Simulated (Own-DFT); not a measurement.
# Computed records: SiC (4H silicon carbide, atoms displaced)

A calculation, not a measurement: plane-wave PBE density functional theory by an unreviewed code, no spin, of a simulated periodic cell, stress positive in tension, free energy of the whole cell less one offset for each atom, forces on such cells passed a denser k mesh, this cell's mesh not checked; offsets are fitted by least squares, one for each functional and potential file, so energies compare only between cells with the same atoms and settings and are not formation energies; the far tail of each file's local potential was reset to the Coulomb form; each entry is a single point on an unrelaxed cell, so the pressure reflects the starting lattice, mostly measured values (interpolated for alloys), from which strain is counted, and rises with the displacements; printed positions are rounded, which can move forces by about a meV/angstrom; the program, named Own-DFT, is a retired in-house code; no spin-orbit coupling. Program: Own-DFT development build.

Settings shared by all entries: functional PBE; potential files PseudoDojo norm-conserving, scalar-relativistic, standard set; wave cutoff 42 hartree; occupations Fermi-Dirac; smearing width 0.1 eV; hardware one NVIDIA H200; k mesh 3 x 3 x 3 centred on Gamma.

(1) SiC (4H silicon carbide, atoms displaced)

```
CELL_PARAMETERS angstrom
12.33080 0.00000 0.00000
-6.16540 10.67880 0.00000
0.00000 0.00000 10.06810
ATOMIC_POSITIONS crystal
Si 0.00029 0.99754 0.41461
Si 0.07821 0.15881 0.15253
C 0.99387 0.99148 0.10308
C 0.08688 0.17347 0.34483
Si 0.00293 0.25694 0.40353
Si 0.08122 0.41883 0.15915
C 0.99827 0.25572 0.08965
C 0.08755 0.41846 0.34170
Si 0.99879 0.50664 0.41245
Si 0.08092 0.65122 0.15700
C 0.99697 0.50014 0.09598
C 0.08119 0.66428 0.34410
Si 0.00290 0.74729 0.40676
Si 0.08193 0.91227 0.15783
C 0.99573 0.74600 0.08803
C 0.07690 0.91074 0.33885
Si 0.25564 0.00969 0.40324
Si 0.34197 0.16891 0.15605
C 0.25316 0.00363 0.09526
C 0.32990 0.16389 0.33747
Si 0.24873 0.25196 0.39731
Si 0.33608 0.42097 0.17284
C 0.24220 0.25050 0.09023
C 0.33761 0.42064 0.33735
Si 0.25421 0.50742 0.39826
Si 0.34580 0.67246 0.15668
C 0.24495 0.49452 0.09647
C 0.32917 0.66152 0.34038
Si 0.24802 0.74454 0.40064
Si 0.34050 0.91351 0.14787
C 0.25559 0.75520 0.10048
C 0.33252 0.90991 0.34082
Si 0.50083 0.00083 0.39693
Si 0.57600 0.16427 0.15506
C 0.49938 0.98970 0.08508
C 0.56742 0.15789 0.35388
Si 0.49885 0.24228 0.41001
Si 0.58447 0.41802 0.16990
C 0.50294 0.25099 0.10243
C 0.58270 0.41595 0.33898
Si 0.50202 0.50084 0.40310
Si 0.58227 0.67104 0.16383
C 0.50404 0.50108 0.09549
C 0.59309 0.67274 0.35095
Si 0.49898 0.74597 0.41821
Si 0.58987 0.91948 0.16051
C 0.51094 0.75328 0.09380
C 0.58210 0.91372 0.34715
Si 0.74836 0.99421 0.40436
Si 0.82878 0.16336 0.14301
C 0.73631 0.99516 0.09587
C 0.84217 0.17529 0.34441
Si 0.74950 0.24132 0.41740
Si 0.83747 0.41647 0.15413
C 0.74025 0.24915 0.09286
C 0.82749 0.41212 0.34631
Si 0.75317 0.50534 0.40630
Si 0.82671 0.66654 0.15243
C 0.75729 0.50017 0.09086
C 0.83415 0.67471 0.33485
Si 0.75292 0.75170 0.40630
Si 0.82844 0.91634 0.15068
C 0.73606 0.74565 0.09534
C 0.83350 0.91961 0.33633
Si 0.99813 0.99575 0.90758
Si 0.92315 0.83736 0.65975
C 0.99189 0.98125 0.59373
C 0.91852 0.83255 0.84598
Si 0.99809 0.75460 0.90474
Si 0.91500 0.57108 0.65811
C 0.99659 0.75160 0.58492
C 0.91226 0.58193 0.83794
Si 0.99771 0.50042 0.91414
Si 0.92350 0.34064 0.65465
C 0.00168 0.49772 0.59360
C 0.92152 0.33430 0.84219
Si 0.98587 0.24448 0.90889
Si 0.92452 0.08710 0.65940
C 0.99502 0.25193 0.59139
C 0.92016 0.08988 0.85516
Si 0.74254 0.99253 0.90403
Si 0.67509 0.83767 0.65404
C 0.74602 0.99517 0.60143
C 0.65956 0.82758 0.84191
Si 0.74131 0.75047 0.90421
Si 0.65475 0.57380 0.65407
C 0.74260 0.74760 0.58869
C 0.67996 0.59268 0.85112
Si 0.75021 0.50775 0.89586
Si 0.65970 0.33234 0.65780
C 0.75038 0.49398 0.59758
C 0.65833 0.32878 0.84784
Si 0.75009 0.24806 0.91301
Si 0.66146 0.08250 0.65774
C 0.74422 0.24403 0.59043
C 0.66634 0.08287 0.85192
Si 0.50339 0.00322 0.89403
Si 0.41231 0.83304 0.66025
C 0.51199 0.01496 0.58816
C 0.41452 0.83707 0.84273
Si 0.49995 0.74622 0.91099
Si 0.41607 0.57697 0.64943
C 0.49916 0.74309 0.59119
C 0.41723 0.57202 0.84642
Si 0.50287 0.50358 0.90931
Si 0.40609 0.32948 0.65777
C 0.49443 0.50076 0.59158
C 0.42101 0.33183 0.85120
Si 0.51007 0.26436 0.91115
Si 0.41660 0.08075 0.65607
C 0.50146 0.25513 0.59389
C 0.42022 0.08631 0.84436
Si 0.26126 0.00023 0.90981
Si 0.17237 0.82900 0.65366
C 0.23822 0.99690 0.58973
C 0.16781 0.82789 0.84575
Si 0.25614 0.75206 0.91326
Si 0.17011 0.58747 0.65148
C 0.24478 0.74389 0.59222
C 0.17017 0.58122 0.84583
Si 0.24686 0.50648 0.91118
Si 0.16200 0.34176 0.64838
C 0.25850 0.50110 0.59114
C 0.16394 0.33517 0.83798
Si 0.24551 0.23878 0.89904
Si 0.16755 0.08815 0.65628
C 0.25049 0.24361 0.60117
C 0.17021 0.07860 0.84945
```

```
free energy of cell above offsets : -6.586 eV
pressure                          : 6.12 GPa
stress xx                         : -5.48 GPa
stress yy                         : -6.15 GPa
stress zz                         : -6.72 GPa
stress yz                         : 0.91 GPa
stress xz                         : 0.27 GPa
stress xy                         : 0.38 GPa
wall time                         : 535 s
```

Force:
```tsv
element	x (eV/Å)	y (eV/Å)	z (eV/Å)
Si	-0.407	0.14	-3.011
Si	-0.227	1.595	0.552
C	-0.047	0.737	-2.336
C	-0.736	-1.615	0.17
Si	0.444	-0.863	0.158
Si	0.83	-0.684	-0.567
C	0.008	-1.61	0.982
C	-1.206	1.12	1.074
Si	0.537	-2.561	-1.764
Si	-1.362	5.125	0.254
C	1.493	-1.998	-0.693
C	0.574	-0.098	-0.264
Si	-1.865	1.086	-1.443
Si	0.429	-0.162	-0.707
C	0.756	0.058	1.034
C	1.243	1.253	1.585
Si	-0.572	-3.843	-0.16
Si	-3.01	-0.351	-0.973
C	0.814	-1.091	-0.088
C	0.461	2.181	1.22
Si	1.241	-0.199	1.414
Si	-0.134	-1.279	-8.139
C	1.961	-0.157	0.737
C	-0.238	-0.034	5.712
Si	0.225	-2.724	1.333
Si	-1.591	-1.247	-0.604
C	0.576	2.146	0.404
C	1.38	2.567	0.285
Si	-0.17	1.037	0.344
Si	-2.187	1.838	2.011
C	0.146	-3.357	-1.175
C	-0.324	1.104	0.273
Si	-0.366	-2.447	1.855
Si	1.179	-1.213	0.983
C	0.016	2.046	0.543
C	3.918	1.554	-3.173
Si	-2.674	2.402	0.053
Si	0.953	0.416	-4.981
C	-0.504	1.152	-1.571
C	0.292	-0.249	4.702
Si	0.395	0.291	0.179
Si	0.985	-2.19	0.117
C	-0.888	0.146	1.272
C	-2.488	-1.515	-0.847
Si	-0.024	0.567	-3.079
Si	-3.427	-2.113	0.589
C	-2.255	0.17	0.406
C	-0.006	0.042	-0.219
Si	0.181	1.775	0.825
Si	-0.3	1.198	2.578
C	4.533	1.971	-2.138
C	-1.439	-2.529	-1.06
Si	-1.259	1.181	-3.336
Si	-2.43	-0.662	1.359
C	1.871	-0.021	0.865
C	0.912	0.524	0.132
Si	-0.362	-0.656	-0.477
Si	0.996	-0.087	-0.739
C	-1.75	-0.002	-0.013
C	1.217	-1.559	1.881
Si	0.45	1.303	-0.202
Si	-0.072	-0.82	0.992
C	2.373	1.597	-1.266
C	0.494	-0.395	1.551
Si	0.625	1.113	1.054
Si	-1.126	-5.377	0.523
C	-0.501	7.134	0.067
C	-2.294	0.724	-0.498
Si	2.169	-1.651	0.166
Si	-1.465	2.907	-0.77
C	1.837	-1.702	2.468
C	1.662	0.451	1.319
Si	0.396	0.22	-2.325
Si	-1.707	-2.763	0.668
C	0.533	1.204	0.072
C	-2.762	0.635	0.417
Si	3.776	3.134	-0.209
Si	-1.517	-1.168	0.014
C	1.486	-0.196	-0.518
C	-0.24	-3.889	-1.889
Si	0.443	0.859	0.476
Si	-1.879	-2.379	0.354
C	0.688	2.481	-1.231
C	0.309	1.15	-0.467
Si	2.063	0.686	1.273
Si	2.077	2.244	0.64
C	2.312	-0.396	1.41
C	-4.226	-1.301	-2.699
Si	2.348	-2.876	2.778
Si	1.506	-0.919	0.215
C	-1.305	0.883	-0.913
C	3.53	2.418	-1.556
Si	-0.957	0.961	-1.915
Si	2.873	0.778	0.97
C	0.577	1.682	3.301
C	0.776	0.403	-2
Si	-0.803	-0.496	2.28
Si	1.538	0.109	-1.81
C	-2.576	-4.007	0.019
C	1.658	-0.999	0.431
Si	-0.805	-0.565	-1.568
Si	-0.66	2.038	2.673
C	-0.928	1.485	2.968
C	-2.523	2.734	-0.842
Si	1.446	-1.596	0.867
Si	2.967	1.113	0.938
C	1.689	-2.479	-0.682
C	-1.764	0.965	-1.361
Si	-1.674	-3.659	1.157
Si	-1.292	1.219	-0.355
C	-1.543	-1.261	0.053
C	0.49	0.717	-0.193
Si	-1.836	-0.787	-0.284
Si	-3.37	0.928	0.495
C	2.886	0.382	0.393
C	-0.189	0.844	-0.299
Si	-1.43	-0.899	-0.628
Si	0.893	-2.068	1.742
C	1.452	1.483	-1.296
C	-2.562	1.9	-0.581
Si	3.332	-3.585	-0.24
Si	1.741	-2.017	2.115
C	-2.744	0.524	-1.688
C	-0.144	-0.628	0.557
Si	-1.012	3.664	1.716
Si	0.123	-3.3	1.191
C	-3.104	2.031	-3.002
C	-0.83	-1.229	-1.364
```

(2) SiC (4H silicon carbide, atoms displaced)

```
CELL_PARAMETERS angstrom
12.33080 0.00000 0.00000
-6.16540 10.67880 0.00000
0.00000 0.00000 10.06810
ATOMIC_POSITIONS crystal
Si 0.00051 0.98884 0.40832
Si 0.08689 0.16703 0.16125
C 0.99160 0.98972 0.09185
C 0.09022 0.16762 0.34621
Si 0.00494 0.25101 0.39636
Si 0.07426 0.40599 0.14957
C 0.00674 0.26265 0.08830
C 0.08215 0.40825 0.34068
Si 0.99610 0.49944 0.40190
Si 0.08082 0.66586 0.15783
C 0.99061 0.49680 0.08986
C 0.08825 0.67004 0.33583
Si 0.99351 0.74445 0.40731
Si 0.08333 0.92032 0.16204
C 0.00363 0.75847 0.08507
C 0.09218 0.91982 0.33916
Si 0.25788 0.00605 0.41070
Si 0.33285 0.16082 0.15497
C 0.25351 0.00570 0.08892
C 0.33314 0.15535 0.34456
Si 0.24460 0.24521 0.39739
Si 0.33512 0.40817 0.15842
C 0.24309 0.24877 0.09073
C 0.32821 0.40137 0.34540
Si 0.25262 0.50621 0.41613
Si 0.33607 0.67376 0.15311
C 0.24863 0.50109 0.09087
C 0.34035 0.67153 0.34718
Si 0.25076 0.75661 0.40030
Si 0.33512 0.93030 0.16028
C 0.25653 0.75302 0.09396
C 0.34390 0.91550 0.33146
Si 0.49705 0.00103 0.39717
Si 0.57744 0.16391 0.15455
C 0.50624 0.00489 0.09266
C 0.58611 0.17054 0.34034
Si 0.50424 0.25304 0.40684
Si 0.58670 0.41691 0.15776
C 0.50774 0.25974 0.09058
C 0.57924 0.40657 0.34086
Si 0.49393 0.49511 0.40637
Si 0.57941 0.66754 0.15784
C 0.49510 0.49680 0.08899
C 0.58697 0.67472 0.34211
Si 0.50373 0.75572 0.41063
Si 0.58319 0.92490 0.14684
C 0.49609 0.75082 0.09371
C 0.58671 0.91268 0.34647
Si 0.74533 0.00239 0.41764
Si 0.83020 0.17054 0.16980
C 0.74507 0.98800 0.09377
C 0.83100 0.16597 0.34858
Si 0.74616 0.24756 0.41383
Si 0.83125 0.41628 0.15923
C 0.74655 0.25180 0.09669
C 0.83003 0.40546 0.34593
Si 0.74362 0.49761 0.39594
Si 0.83362 0.65794 0.15032
C 0.75828 0.50827 0.08692
C 0.83311 0.66942 0.33489
Si 0.74937 0.74580 0.41249
Si 0.82918 0.91053 0.15257
C 0.74380 0.74930 0.09130
C 0.82634 0.91538 0.33930
Si 0.99938 0.00561 0.91079
Si 0.92635 0.83284 0.65639
C 0.98602 0.99306 0.60363
C 0.91563 0.82936 0.84328
Si 0.01038 0.75508 0.89980
Si 0.91180 0.59314 0.65956
C 0.99491 0.74787 0.59271
C 0.90632 0.57293 0.84132
Si 0.99819 0.49804 0.90294
Si 0.91535 0.34251 0.66276
C 0.99227 0.49344 0.59609
C 0.90792 0.31614 0.83851
Si 0.00472 0.24791 0.91465
Si 0.91865 0.07638 0.66202
C 0.00812 0.25279 0.59665
C 0.91096 0.07992 0.84129
Si 0.73562 0.99102 0.90726
Si 0.66584 0.83950 0.66087
C 0.75508 0.00616 0.58852
C 0.66663 0.83774 0.83496
Si 0.73982 0.74489 0.90235
Si 0.66367 0.57716 0.65827
C 0.74413 0.74821 0.58885
C 0.67308 0.58165 0.84998
Si 0.74944 0.49385 0.91282
Si 0.65930 0.33414 0.65294
C 0.75398 0.49565 0.59207
C 0.66484 0.33933 0.83806
Si 0.74758 0.24483 0.90859
Si 0.66284 0.08716 0.64835
C 0.74663 0.24948 0.59820
C 0.67220 0.08684 0.83843
Si 0.50038 0.98861 0.91076
Si 0.42723 0.84510 0.67003
C 0.51410 0.00156 0.58261
C 0.41421 0.84019 0.83884
Si 0.50915 0.76324 0.89994
Si 0.41619 0.58107 0.66610
C 0.50950 0.74390 0.58519
C 0.41816 0.59068 0.84520
Si 0.49691 0.49806 0.91136
Si 0.41289 0.33706 0.66013
C 0.50118 0.50384 0.59438
C 0.41477 0.33306 0.84482
Si 0.49834 0.24884 0.90430
Si 0.41498 0.08262 0.66584
C 0.50350 0.25328 0.60085
C 0.41655 0.08508 0.85405
Si 0.25246 0.00169 0.90829
Si 0.17206 0.83109 0.66229
C 0.25294 0.99370 0.58885
C 0.16289 0.82195 0.83780
Si 0.24090 0.74434 0.90940
Si 0.17007 0.57957 0.65335
C 0.25146 0.74716 0.61024
C 0.17376 0.58009 0.83843
Si 0.25262 0.50186 0.89758
Si 0.17180 0.33737 0.65643
C 0.25467 0.49295 0.59590
C 0.16680 0.33156 0.82539
Si 0.25853 0.25186 0.91056
Si 0.17202 0.07180 0.65135
C 0.25121 0.25069 0.60038
C 0.16043 0.07387 0.85193
```

```
free energy of cell above offsets : -3.691 eV
pressure                          : 6.56 GPa
stress xx                         : -3.72 GPa
stress yy                         : -6.14 GPa
stress zz                         : -9.83 GPa
stress yz                         : -0.15 GPa
stress xz                         : -0.43 GPa
stress xy                         : -0.97 GPa
wall time                         : 539.3 s
```

Force:
```tsv
element	x (eV/Å)	y (eV/Å)	z (eV/Å)
Si	-2.749	1.574	-0.02
Si	-1.759	-1.083	-0.982
C	0.526	2.601	1.22
C	-2.303	-2.53	-1.035
Si	-0.687	-1.441	3.723
Si	0.996	6.917	2.087
C	-0.029	-6.796	1.46
C	-0.655	3.134	-0.263
Si	1.467	-0.937	0.969
Si	0.342	0.498	-2.608
C	1.546	0.594	0.576
C	-1.359	-0.799	2.484
Si	1.243	0.862	-1.161
Si	0.204	-0.687	-2.657
C	0.909	-1.289	1.575
C	-0.102	-1.203	2.703
Si	0.359	-3.298	-1.624
Si	-0.317	2.705	0.193
C	-0.591	-1.466	1.014
C	-0.455	3.691	-0.818
Si	2.865	-0.538	3.591
Si	-2.458	1.863	-0.333
C	2.324	-0.637	0.837
C	-0.18	3.633	-0.562
Si	0.441	-1.584	-2.789
Si	0.473	-2.49	0.888
C	0.394	-0.465	0.148
C	-1.358	-0.551	-0.242
Si	1.884	-1.413	1.558
Si	1.603	-2.555	-3.117
C	-2.619	1.026	-0.185
C	-3.158	0.47	3.082
Si	3.337	0.261	0.865
Si	1.099	2.272	-0.007
C	-2.394	-0.283	-0.242
C	-0.643	-1.078	0.519
Si	-0.514	-2.463	0.966
Si	-0.741	1.27	-1.253
C	-0.898	-2.516	0.138
C	-0.855	2.788	0.1
Si	0.365	1.145	-0.256
Si	0.288	0.075	-0.448
C	1.165	0.338	2.389
C	-0.11	-2.704	0.382
Si	0.388	-1.061	-1.544
Si	2.265	-3.018	3.367
C	0.882	1.479	-1.452
C	-2.073	2.372	-1.283
Si	1.822	-0.835	-3.858
Si	0.543	-1.059	-2.945
C	-0.943	2.92	-0.691
C	0.424	0.266	0.581
Si	0.87	-0.219	-0.316
Si	0.006	-0.448	-0.464
C	0.254	-0.738	-0.354
C	-1.297	2.639	-0.82
Si	1.892	0.126	1.889
Si	-1.285	4.967	-0.3
C	-0.661	-3.901	2.565
C	0.437	-1.493	0.963
Si	-1.271	1.534	-2.294
Si	-0.289	-0.191	1.303
C	0.862	-1.403	-0.57
C	1.787	0.05	1.391
Si	-0.396	-2.505	-1.37
Si	-4.409	-0.359	1.219
C	5.687	-0.552	-3.135
C	-0.156	0.607	0.136
Si	-4.013	-2.189	1.169
Si	1.995	-3.455	-0.22
C	2.673	1.115	-0.877
C	1.842	2.356	0.592
Si	0.187	-1.2	-0.644
Si	1.613	-4.141	-1.492
C	0.554	4.216	-1.295
C	0.425	2.662	2.66
Si	-0.993	-0.301	-4.579
Si	-3.055	3.84	-0.758
C	-1.502	-0.641	-1.267
C	0.353	-0.084	2.638
Si	2.854	3.086	0.023
Si	1.484	-0.577	-4.124
C	-0.588	-0.547	3.729
C	0.34	-1.185	1.923
Si	2.434	0.988	0.611
Si	0.629	1.345	-0.22
C	1.749	-0.064	2.837
C	-2.371	-0.827	-0.91
Si	-0.655	0.96	-2.446
Si	3.196	0.623	1.127
C	-2.491	1.054	-1.417
C	0.671	-2.289	1.375
Si	-0.563	1.364	-0.501
Si	3.726	0.629	1.767
C	-0.46	1.144	-0.567
C	-2.093	-2.179	0.587
Si	-0.918	4.366	-0.745
Si	0.315	-2.093	-5.823
C	-4.839	-1.124	0.939
C	0.588	-2.123	3.55
Si	-1.799	-2.742	1.445
Si	0.836	1.332	-2.402
C	-2.608	0.847	3.904
C	1.262	-0.094	0.624
Si	0.709	0.943	-1.794
Si	1.127	-0.395	-0.914
C	-0.009	-1.583	0.291
C	0.939	0.483	0.323
Si	0.584	1.706	0.158
Si	1.747	0.707	-1.228
C	-2.756	-1.527	-1.576
C	0.817	-1.426	-1.212
Si	-0.868	-1.15	-0.627
Si	-0.84	-1.046	-2.283
C	0.638	-0.246	1.547
C	0.816	3.02	1.566
Si	2.271	-0.297	-0.446
Si	-1.087	-0.666	0.119
C	0.672	1.2	-3.145
C	-2.858	0.699	0.758
Si	0.586	-1.656	2.166
Si	-0.773	-3.018	-2.715
C	-0.969	2.704	-0.16
C	0.699	0.249	6.681
Si	-2.857	-1.212	-2.059
Si	-3.789	2.545	1.895
C	0.574	-1.851	-2.004
C	1.611	1.657	-1.431
```

(3) SiC (4H silicon carbide, atoms displaced)

```
CELL_PARAMETERS angstrom
12.33080 0.00000 0.00000
-6.16540 10.67880 0.00000
0.00000 0.00000 10.06810
ATOMIC_POSITIONS crystal
Si 0.99712 0.99550 0.40977
Si 0.07554 0.15536 0.15320
C 0.00326 0.99888 0.09507
C 0.08793 0.16557 0.33719
Si 0.00559 0.26937 0.39622
Si 0.08148 0.41482 0.15950
C 0.00402 0.25778 0.09646
C 0.08023 0.41706 0.34010
Si 0.99619 0.50526 0.41180
Si 0.08997 0.67212 0.15039
C 0.00329 0.51058 0.08199
C 0.08301 0.66733 0.34513
Si 0.99724 0.75276 0.41404
Si 0.08730 0.91421 0.16079
C 0.00117 0.74944 0.09170
C 0.07846 0.91628 0.33369
Si 0.25411 0.00798 0.41288
Si 0.33722 0.17039 0.15644
C 0.25200 0.00108 0.09294
C 0.33834 0.17203 0.33969
Si 0.25560 0.26102 0.40247
Si 0.34039 0.41561 0.15344
C 0.24392 0.24790 0.08509
C 0.32650 0.40730 0.34275
Si 0.25195 0.49000 0.41161
Si 0.32956 0.66406 0.15772
C 0.24940 0.48894 0.09860
C 0.35155 0.67492 0.34205
Si 0.25422 0.75437 0.41903
Si 0.32905 0.91208 0.16152
C 0.24772 0.75184 0.08622
C 0.33717 0.91798 0.34765
Si 0.48691 0.99410 0.39937
Si 0.57889 0.16118 0.15369
C 0.50549 0.00247 0.10344
C 0.58405 0.17398 0.34137
Si 0.49549 0.25155 0.41104
Si 0.58793 0.42117 0.15566
C 0.49925 0.25878 0.09029
C 0.59826 0.41142 0.34916
Si 0.50178 0.49816 0.39976
Si 0.58726 0.67678 0.15120
C 0.49807 0.49600 0.09205
C 0.58429 0.65879 0.33787
Si 0.50324 0.74803 0.40668
Si 0.58138 0.91200 0.16890
C 0.49997 0.74295 0.09618
C 0.58268 0.91023 0.35043
Si 0.75846 0.00539 0.41659
Si 0.81867 0.15551 0.14880
C 0.74978 0.00307 0.09149
C 0.84427 0.17530 0.34167
Si 0.75610 0.25130 0.40521
Si 0.83213 0.42244 0.15623
C 0.75362 0.24993 0.09320
C 0.82719 0.41382 0.32935
Si 0.74131 0.49580 0.40155
Si 0.82682 0.65878 0.16258
C 0.74925 0.49523 0.09649
C 0.84091 0.67458 0.35252
Si 0.74580 0.74918 0.40407
Si 0.82977 0.91757 0.15905
C 0.75150 0.75330 0.09383
C 0.83647 0.91071 0.33533
Si 0.00510 0.00614 0.90609
Si 0.91712 0.83138 0.65592
C 0.00043 0.99537 0.59252
C 0.91245 0.83036 0.84247
Si 0.99857 0.74808 0.91077
Si 0.93238 0.58860 0.64811
C 0.00937 0.75125 0.59850
C 0.91606 0.58576 0.84349
Si 0.99216 0.50264 0.90617
Si 0.91608 0.33612 0.66763
C 0.00958 0.51181 0.58760
C 0.90398 0.32852 0.84917
Si 0.98193 0.23957 0.89882
Si 0.91839 0.09057 0.64844
C 0.99725 0.24987 0.59357
C 0.91232 0.09011 0.83564
Si 0.75476 0.00278 0.91582
Si 0.66759 0.83259 0.65116
C 0.75564 0.00351 0.59392
C 0.66857 0.83942 0.84837
Si 0.75262 0.74552 0.90796
Si 0.66760 0.58177 0.65194
C 0.74566 0.74861 0.58575
C 0.67893 0.58502 0.84490
Si 0.73781 0.49589 0.89150
Si 0.66314 0.33303 0.65417
C 0.75403 0.49786 0.59949
C 0.67008 0.32948 0.84918
Si 0.74742 0.25689 0.89929
Si 0.67117 0.08709 0.66457
C 0.76074 0.25500 0.58257
C 0.66955 0.07712 0.84284
Si 0.49469 0.00245 0.90689
Si 0.41535 0.83893 0.65065
C 0.49777 0.00383 0.60450
C 0.42227 0.83765 0.84198
Si 0.50121 0.75160 0.91035
Si 0.42154 0.58192 0.65076
C 0.50477 0.75125 0.59816
C 0.41919 0.58885 0.84330
Si 0.50318 0.49312 0.90538
Si 0.42607 0.34174 0.65483
C 0.51107 0.50303 0.59777
C 0.42045 0.33837 0.84250
Si 0.50107 0.24842 0.91103
Si 0.41268 0.07723 0.64963
C 0.50375 0.25077 0.57838
C 0.41036 0.07885 0.84241
Si 0.25549 0.00411 0.90632
Si 0.15955 0.83119 0.65550
C 0.25223 0.00533 0.59051
C 0.16200 0.83053 0.84439
Si 0.24581 0.74373 0.89270
Si 0.15915 0.57133 0.65026
C 0.24525 0.74690 0.60138
C 0.16438 0.57792 0.84323
Si 0.23930 0.50211 0.90642
Si 0.16580 0.34303 0.65666
C 0.25095 0.50042 0.60265
C 0.17103 0.33073 0.84636
Si 0.24407 0.24936 0.89977
Si 0.16296 0.08229 0.65870
C 0.24192 0.24137 0.58931
C 0.15643 0.08185 0.84245
```

```
free energy of cell above offsets : -3.615 eV
pressure                          : 6.73 GPa
stress xx                         : -6.19 GPa
stress yy                         : -6.76 GPa
stress zz                         : -7.23 GPa
stress yz                         : 0.14 GPa
stress xz                         : -1.41 GPa
stress xy                         : -0.66 GPa
wall time                         : 550.7 s
```

Force:
```tsv
element	x (eV/Å)	y (eV/Å)	z (eV/Å)
Si	0.526	1.622	-1.898
Si	0.114	3.601	0.267
C	-1.113	-1.624	-1.143
C	-1.239	0.504	1.62
Si	1.842	-6.239	2.091
Si	-0.257	1.272	-1.975
C	-1.199	-3.807	-1.689
C	0.43	4.84	0.949
Si	0.387	-0.891	-3.85
Si	-1.541	-1.038	1.143
C	0.412	-1.664	3.121
C	0.489	0.995	0.061
Si	2.362	0.585	-1.676
Si	-1.058	0.167	-2.932
C	-0.788	-0.037	1.264
C	1.685	0.176	4.483
Si	-0.885	-0.763	-2.877
Si	-1.442	-0.235	-1.171
C	0.483	0.08	0.62
C	-0.791	-0.117	0.957
Si	-0.308	-6.791	1.414
Si	-2.147	-1.658	-0.539
C	1.503	-0.222	1.264
C	1.993	4.744	-1.015
Si	-1.979	2.636	-1.079
Si	0.732	-0.527	-0.612
C	-1.578	2.498	-0.482
C	-4.076	-2.571	0.95
Si	-0.059	-1.542	-2.14
Si	0.671	1.07	-1.357
C	1.918	-0.198	0.343
C	-4.214	-1.933	-0.606
Si	5.259	3.832	2.229
Si	0.384	3.299	1.047
C	-1.278	-2.38	-1.579
C	0.516	-2.028	0.679
Si	2.209	-0.611	-4.389
Si	-0.143	-0.926	0.632
C	1.404	-1.674	0.846
C	-8.153	-1.39	-3.003
Si	0.924	-0.772	0.753
Si	1.692	-3.282	0.718
C	1.575	1.849	0.385
C	-0.813	1.206	0.297
Si	1.749	0.222	1.174
Si	0.088	0.186	-2.028
C	-2.75	2.319	-0.501
C	0.192	2.096	0.438
Si	-0.525	-0.075	-3.07
Si	2.613	4.708	2.243
C	0.121	-3.074	1.74
C	-1.645	-2.228	-0.36
Si	-1.395	-0.29	-2.239
Si	2.634	-1.645	-2.284
C	-2.406	0.505	-1.119
C	1.122	1.258	4.584
Si	6.316	3.663	2.865
Si	1.1	2.098	-0.589
C	-1.755	1.553	-2.03
C	-2.053	-2.635	-0.922
Si	1.153	-0.183	-0.625
Si	1.659	0.358	-1.905
C	0.416	-0.857	0.134
C	-1.937	1.085	2.925
Si	-2.854	-2.222	0.568
Si	-0.734	-0.355	0.318
C	-0.979	0.406	0.376
C	1.041	1.109	0.287
Si	-0.586	0.536	-0.97
Si	-3.834	-0.587	2.771
C	-3.972	-0.344	-1.869
C	-0.469	-0.662	-1.249
Si	1.363	-0.668	-0.742
Si	0.231	-0.352	-2.455
C	-0.594	-3.766	0.985
C	2.108	2.569	-1.175
Si	2.722	4.16	3.014
Si	1.069	-1.661	1.078
C	0.122	2.919	-0.8
C	1.615	-3.148	0.448
Si	-0.686	-1.035	-3.122
Si	0.191	1.106	2.195
C	-1.02	-0.778	0.739
C	1.255	-1.436	-0.506
Si	-1.552	1.865	-0.164
Si	2.242	1.652	0.923
C	1.297	-0.042	1.395
C	-5.417	0.839	-1.875
Si	5.946	-0.787	3.279
Si	1.909	-0.651	-0.533
C	0.033	1.036	-1.46
C	-4.829	1.244	-2.757
Si	2.458	-4.556	3.48
Si	-0.099	-0.232	-2.251
C	-1.776	-0.311	3.406
C	-2.238	1.878	1.529
Si	2.456	-1.06	0.432
Si	1.42	-1.432	1.894
C	1.991	-0.519	-2.826
C	-1.406	-0.924	0.354
Si	0.292	0.31	-1.153
Si	-0.481	1.24	2.417
C	-1.447	-0.367	-1.733
C	0.302	-1.509	0.123
Si	-1.751	2.906	0.223
Si	-1.112	-2.904	-0.062
C	-2.611	-0.653	-2.368
C	0.546	-2.557	-0.797
Si	-0.998	0.197	-1.43
Si	-0.716	2.522	1.326
C	-0.885	-0.328	6.055
C	0.918	2.246	-0.534
Si	-2.606	-1.881	0.368
Si	3.33	2.263	1.569
C	-0.799	-1.546	1.529
C	0.468	0.886	-0.427
Si	0.612	1.88	1.188
Si	1.88	3.663	2.16
C	0.595	0.226	-0.284
C	-2.973	0.353	-1.687
Si	4.85	-2.249	1.3
Si	1.557	-4.267	1.136
C	0.979	0.641	-2.782
C	-4.339	1.865	-1.709
Si	2.211	-0.235	1.235
Si	0.288	0.211	-0.83
C	0.596	3.241	0.404
C	3.725	0.931	-0.503
```
